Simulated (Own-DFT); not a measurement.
# How strain changes the stress of diamond-structure SiGeSn with randomly placed atoms, 64 atoms (Ge52Si8Sn4)

Calculated results; nothing here was measured. The program, named Own-DFT, is a retired in-house plane-wave density functional code that no person has reviewed. Each row is one single-point run on a periodic cell that was not relaxed, without spin or spin-orbit coupling.

Settings of every run: PBE; PseudoDojo norm-conserving scalar-relativistic files; cutoff 49 hartree; 3 x 3 x 3 k mesh centred on Gamma; Fermi-Dirac smearing of 0.1 eV.

Known limits: forces on such cells moved up to 12 meV/angstrom on a denser k mesh; stress not checked against mesh or cutoff.

Unstrained cell vectors in Å: (11.363, 0.000, 0.000); (0.000, 11.363, 0.000); (0.000, 0.000, 11.363). The unstrained cell has measured lattice constants (interpolated for alloys), not those of this functional. That, the random moves and any unrelaxed bonds set the pressure at no strain. Each run strains this cell uniformly, with the atoms carried along. Every atom was also moved at random, by a Gaussian of width 0.05 Å on each axis. The random placing of the alloy's atoms differs from row to row. Strain is the symmetric tensor, in per cent. Stress is positive in tension, and the pressure is minus a third of its trace.

| run | e_xx (%) | e_yy (%) | e_zz (%) | s_xx (GPa) | s_yy (GPa) | s_zz (GPa) | P (GPa) | E (meV/atom) |
|---|---|---|---|---|---|---|---|---|
| 1 | -2.00 | -2.00 | 0.00 | -8.81 | -8.62 | -7.37 | 8.26 | 79.6 |
| 2 | -2.25 | -2.25 | 0.00 | -9.13 | -9.08 | -7.50 | 8.57 | 74.8 |
| 3 | -1.25 | -1.25 | 0.00 | -6.73 | -6.74 | -5.99 | 6.49 | 36.2 |
| 4 | 2.75 | 2.75 | 0.00 | -0.28 | -0.22 | -1.84 | 0.78 | 5.8 |
| 5 | 1.25 | 1.25 | 0.00 | -2.30 | -2.22 | -2.97 | 2.49 | 0.0 |
| 6 | -0.50 | -0.50 | 0.00 | -5.66 | -5.51 | -5.13 | 5.44 | 39.0 |
| 7 | 2.25 | 2.25 | 0.00 | -0.82 | -0.97 | -2.25 | 1.35 | 7.8 |
| 8 | 2.50 | 2.50 | 0.00 | -0.57 | -0.52 | -2.14 | 1.08 | 10.3 |
| 9 | -0.75 | -0.75 | 0.00 | ? | ? | ? | ? | ? |

E is the free energy for each atom above the lowest run shown.

## Worked fit

The change of volume is close to e_xx + e_yy + e_zz. A straight line through the runs shown gives P = 4.87 - 78 x (fractional change of volume) GPa, with an error of 3 on the slope and a scatter of 0.31 GPa. The strain isn't the same on all axes, but the crystal is cubic, so the slope still estimates the bulk modulus, averaged over pressures from 0.8 to 8.6 GPa.

## Withheld run

Question: what pressure should run 9 give? Its volume changes by -1.49 %.

The line gives 6.0 GPa. The calculation gave 5.72 GPa.
